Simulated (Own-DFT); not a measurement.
SiC (4H silicon carbide, atoms displaced) (calculated)

A calculation, not a measurement: plane-wave PBE density functional theory by an unreviewed code, no spin, of a simulated periodic cell, stress positive in tension, free energy of the whole cell less one offset for each atom, forces on such cells passed a denser k mesh, this cell's mesh not checked; offsets are fitted by least squares, one for each functional and potential file, so energies compare only between cells with the same atoms and settings and are not formation energies; the far tail of each file's local potential was reset to the Coulomb form; each entry is a single point on an unrelaxed cell, so the pressure reflects the starting lattice, mostly measured values (interpolated for alloys), from which strain is counted, and rises with the displacements; printed positions are rounded, which can move forces by about a meV/angstrom; the program, named Own-DFT, is a retired in-house code; no spin-orbit coupling. Program: Own-DFT development build.

Common to all runs: functional PBE; potential files PseudoDojo norm-conserving, scalar-relativistic, standard set; wave cutoff 42 hartree; occupations Fermi-Dirac; smearing width 0.1 eV; hardware one NVIDIA H100; k mesh 5 x 5 x 3 centred on Gamma.

(1) SiC (4H silicon carbide, atoms displaced)

```xyz
32
Lattice="6.1654 0.0000 0.0000 -3.0827 5.3394 0.0000 0.0000 0.0000 10.0681" Properties=species:S:1:pos:R:3 SiC
Si    -0.0055     0.0447     4.0784
Si     0.0414     1.7559     1.5626
C     -0.0204     0.0407     0.9361
C     -0.0390     1.7609     3.4350
Si     4.6159     2.6508     4.0761
Si    -1.5547     4.4513     1.5895
C     -1.5253     2.6677     0.9145
C     -1.5756     4.4370     3.4413
Si     3.0790     0.0132     4.0681
Si     3.0427     1.7611     1.5646
C      3.0614     0.0186     0.9385
C      3.0951     1.7811     3.4064
Si     1.5236     2.6947     4.0934
Si     1.5444     4.4723     1.5272
C      1.5344     2.7228     0.9184
C      1.5291     4.4297     3.4845
Si     3.0486     5.3171     9.1325
Si     3.0786     3.5514     6.6337
C      0.0191     0.0117     5.9978
C      3.0868     3.5929     8.4987
Si    -1.5376     2.7141     9.1667
Si     4.6271     0.8678     6.5877
C     -1.5052     2.6559     5.9788
C      4.6099     0.9240     8.4937
Si     3.1506     0.0140     9.1135
Si     0.0031     3.5553     6.5974
C      3.0935     0.0018     5.9740
C     -0.0048     3.5914     8.4841
Si     1.5149     2.6626     9.1160
Si     1.4946     0.8637     6.6102
C      1.5265     2.6432     5.9963
C      1.5518     0.8940     8.5171
```

* free energy of cell above offsets: -5.159 eV
* pressure: 3.4 GPa
* stress xx: -1.62 GPa
* stress yy: -3.91 GPa
* stress zz: -4.67 GPa
* stress yz: -0.36 GPa
* stress xz: -0.05 GPa
* stress xy: -0.38 GPa
* wall time: 130.3 s

Force:
```tsv
element	x (eV/Å)	y (eV/Å)	z (eV/Å)
Si	-0.166	-1.423	0.393
Si	-1.011	1.362	-0.239
C	0.545	-1.106	-0.026
C	0.952	0.806	0.307
Si	-0.203	0.506	0.072
Si	0.015	-0.284	-0.909
C	-0.358	-0.017	1.35
C	0.46	0.401	0.773
Si	-0.277	-0.371	0.16
Si	0.936	0.995	-0.795
C	0.179	-0.467	-0.098
C	-0.822	0.051	1.278
Si	0.255	-0.963	-0.034
Si	-0.475	0.19	1.287
C	0.151	-0.946	0.299
C	0.198	0.86	-0.751
Si	0.766	1.313	-0.44
Si	0.313	-0.169	-0.724
C	-0.89	-0.887	-0.844
C	-0.408	-0.883	0.389
Si	-0.003	-0.327	-1.358
Si	-0.054	0.579	0.522
C	-0.969	0.055	-0.315
C	0.839	0.094	-0.057
Si	-1.747	0.119	0.07
Si	0.047	0.241	0.121
C	-0.584	-0.063	-0.346
C	0.195	-0.36	0.234
Si	0.417	0.25	-0.448
Si	1.593	0.548	0.652
C	0.42	0.326	-0.418
C	-0.313	-0.43	-0.104
```

(2) SiC (4H silicon carbide, atoms displaced)

```xyz
32
Lattice="6.1654 0.0000 0.0000 -3.0827 5.3394 0.0000 0.0000 0.0000 10.0681" Properties=species:S:1:pos:R:3 SiC
Si     0.0024     0.0003     4.0493
Si    -0.0733     1.7434     1.4872
C     -3.0527     5.3257     0.9207
C      0.0104     1.8021     3.4688
Si    -1.5274     2.6786     4.0738
Si    -1.5697     4.4557     1.5164
C     -1.5221     2.7176     0.9294
C     -1.5959     4.4907     3.5012
Si     3.0391     0.0262     4.0667
Si     3.0511     1.7965     1.5432
C      0.0409     5.3390     0.9315
C      3.0990     1.8194     3.4993
Si     1.5045     2.6828     4.1387
Si     1.5698     4.4368     1.5840
C      1.5528     2.6336     0.9614
C      1.5390     4.4571     3.3995
Si     3.0368     5.3067     9.1258
Si     3.0536     3.6309     6.6223
C     -3.0697     5.3304     5.9625
C      3.1020     3.6027     8.5128
Si     4.6077     2.6967     9.1306
Si     4.6241     0.9136     6.6642
C      4.5772     2.7086     5.9898
C      4.5578     0.8123     8.4966
Si    -0.0279     5.3272     9.1138
Si     0.0712     3.5231     6.5734
C      3.0958     0.0509     6.0051
C      0.0057     3.5590     8.5527
Si     1.4979     2.6508     9.1401
Si     1.6060     0.8799     6.6400
C      1.5595     2.7154     5.9693
C      1.5326     0.8906     8.4912
```

- free energy of cell above offsets: -4.437 eV
- pressure: 4.03 GPa
- stress xx: -4.44 GPa
- stress yy: -3.31 GPa
- stress zz: -4.33 GPa
- stress yz: -0.4 GPa
- stress xz: -0.26 GPa
- stress xy: 1.57 GPa
- wall time: 120.8 s

Force:
```tsv
element	x (eV/Å)	y (eV/Å)	z (eV/Å)
Si	-1.231	0.703	1.072
Si	1.835	0.924	1.978
C	-1.247	0.071	-0.2
C	-0.511	-0.415	-0.749
Si	-0.414	0.246	0.79
Si	1.663	0.559	1.676
C	-1.235	-0.991	-0.192
C	1.374	-0.981	-1.646
Si	0.95	0.181	0.409
Si	1.059	-0.641	1.192
C	-0.67	0.083	0.115
C	-0.806	-0.313	-0.955
Si	1.124	0.285	-1.749
Si	-0.661	-0.319	-0.929
C	-1.125	0.587	-0.739
C	-0.473	0.064	1.856
Si	0.49	1.08	-0.436
Si	0.985	-0.821	-0.128
C	-0.15	1.526	0.226
C	-1.009	-1.397	-0.182
Si	0.115	-0.892	-0.71
Si	0.328	0.12	-1.737
C	1.224	-0.368	0.197
C	1.224	1.844	0.827
Si	-0.2	-0.115	0.581
Si	-2.438	1.441	1.091
C	0.645	-1.397	-0.771
C	-0.353	-0.486	-1.328
Si	1.217	0.362	0.071
Si	-1.558	0.379	-0.923
C	0.393	-1.212	0.683
C	-0.545	-0.103	0.61
```

(3) SiC (4H silicon carbide, atoms displaced)

```xyz
32
Lattice="6.1654 0.0000 0.0000 -3.0827 5.3394 0.0000 0.0000 0.0000 10.0681" Properties=species:S:1:pos:R:3 SiC
Si     3.0913     5.3129     4.0999
Si     0.0141     1.7091     1.5434
C     -0.0114     0.0485     0.9411
C     -0.0569     1.7704     3.4720
Si    -1.5191     2.7260     4.1222
Si    -1.5038     4.4046     1.6496
C      4.6026     2.6577     0.9218
C     -1.5696     4.4593     3.5007
Si     0.0107     5.3363     4.1697
Si     3.1204     1.8247     1.5787
C      3.0653     0.0131     0.9398
C      3.1017     1.7884     3.4916
Si     1.5481     2.6641     4.0785
Si     1.5059     4.4368     1.5956
C      1.5367     2.6414     0.9603
C      1.5309     4.4364     3.4716
Si     0.0255     0.0219     9.0758
Si     3.0347     3.6017     6.5723
C     -0.0066     0.0238     5.9421
C      3.0189     3.5644     8.4552
Si    -1.5285     2.6614     9.1446
Si     4.6777     0.9105     6.6485
C      4.6154     2.6645     5.9549
C      4.5815     0.9203     8.4672
Si     0.0041     5.2869     9.1565
Si    -0.0126     3.5538     6.5934
C      0.0330     5.3273     6.0058
C      0.0066     3.5509     8.4707
Si     1.5529     2.6908     9.1043
Si     1.5586     0.8985     6.6085
C      1.5371     2.7155     5.9698
C      1.5513     0.8613     8.5254
```

- free energy of cell above offsets: -4.797 eV
- pressure: 3.67 GPa
- stress xx: -2.23 GPa
- stress yy: -3.18 GPa
- stress zz: -5.6 GPa
- stress yz: -0.31 GPa
- stress xz: 1.01 GPa
- stress xy: -0.44 GPa
- wall time: 119.3 s

Force:
```tsv
element	x (eV/Å)	y (eV/Å)	z (eV/Å)
Si	-1.169	1.104	-0.618
Si	-0.417	2.018	1.181
C	0.213	-2.917	-0.433
C	1.232	0.008	-0.309
Si	-0.607	-1.549	-0.565
Si	-0.93	1.174	-1.682
C	1.184	0.417	0.601
C	1.18	0.171	0.112
Si	0.163	0.435	-1.392
Si	-1.171	-1.236	0.43
C	0.301	-0.365	0.834
C	0.014	-0.071	-0.121
Si	-0.565	-0.335	-0.154
Si	0.642	0.352	-0.594
C	0.149	0.712	-0.496
C	-0.047	0.123	0.297
Si	-1.191	-0.517	1.026
Si	1.073	-0.583	0.388
C	0.629	0.005	0.941
C	1.643	0.45	0.486
Si	-0.844	0.612	-1.144
Si	-1.217	0.034	-1.356
C	-0.128	0.586	1.036
C	0.867	-0.62	1.368
Si	-0.093	0.868	-0.735
Si	-0.085	0.11	0.122
C	-0.267	0.531	0.353
C	-0.33	-0.329	0.647
Si	-0.484	-0.906	0.656
Si	0.151	0.102	0.083
C	-0.28	-1.088	-0.172
C	0.385	0.705	-0.791
```

(4) SiC (4H silicon carbide, atoms displaced)

```xyz
32
Lattice="6.1654 0.0000 0.0000 -3.0827 5.3394 0.0000 0.0000 0.0000 10.0681" Properties=species:S:1:pos:R:3 SiC
Si     6.1334     0.0044     4.0933
Si     0.0213     1.8125     1.5189
C     -0.0146     0.0411     0.9781
C      0.0010     1.8099     3.5080
Si    -1.5002     2.6728     4.0352
Si    -1.5374     4.4588     1.5573
C      4.6149     2.6804     0.9905
C     -1.5734     4.4038     3.4630
Si     3.1174     0.0094     4.1439
Si     3.0585     1.7547     1.6295
C      0.0031     5.3109     1.0267
C      3.0639     1.8180     3.4577
Si     1.5697     2.7256     4.1011
Si     1.5355     4.4161     1.6157
C      1.6093     2.6817     0.9933
C      1.5151     4.4542     3.4692
Si     3.0837     5.3301     9.1277
Si     3.1226     3.5516     6.5887
C      0.0235     0.0464     6.0091
C      3.0788     3.5553     8.4281
Si    -1.5034     2.6613     9.1400
Si     4.6311     0.9048     6.6273
C      4.5532     2.6759     6.0003
C      4.6207     0.9441     8.4701
Si     3.0384     0.0583     9.1414
Si    -0.0087     3.5403     6.6304
C      3.0328     0.0471     5.9479
C     -0.0186     3.5314     8.5259
Si     1.5705     2.6716     9.0803
Si     1.5936     0.8879     6.6027
C      1.5366     2.6729     5.9905
C      1.5582     0.8688     8.4939
```

* free energy of cell above offsets: -4.516 eV
* pressure: 3.99 GPa
* stress xx: -4.11 GPa
* stress yy: -3.46 GPa
* stress zz: -4.4 GPa
* stress yz: -0.32 GPa
* stress xz: 0.95 GPa
* stress xy: 1.58 GPa
* wall time: 115.5 s

Force:
```tsv
element	x (eV/Å)	y (eV/Å)	z (eV/Å)
Si	1.046	0.27	0.228
Si	-0.181	0.048	1.713
C	0.134	-0.856	-0.839
C	0.939	-0.649	-1.254
Si	-1.357	-0.041	1.402
Si	-0.681	-0.175	1.05
C	-0.088	-0.338	-1.145
C	0.603	1.684	0.11
Si	-1.724	0.259	-1.844
Si	1.103	0.129	-0.526
C	0.108	0.621	-1.591
C	0.605	-0.826	1.055
Si	-0.756	-1.256	0.363
Si	0.442	1.007	-0.536
C	-1.062	-0.296	-1.644
C	0.432	0.491	0.588
Si	-0.499	0.014	-0.225
Si	-1.666	1.161	-0.079
C	-0.454	-0.789	-0.514
C	0.555	0.202	1.791
Si	-1.416	0.454	0.263
Si	-0.287	0.05	-0.793
C	2.34	-0.536	-1.249
C	-0.082	-1.383	1.267
Si	1.741	-1.419	0.528
Si	-0.466	0.395	-0.515
C	2.061	-1.507	1.391
C	0.929	1.238	-0.089
Si	-0.153	0.146	0.897
Si	-1.621	0.775	0.072
C	0.267	0.436	0.005
C	-0.813	0.691	0.119
```
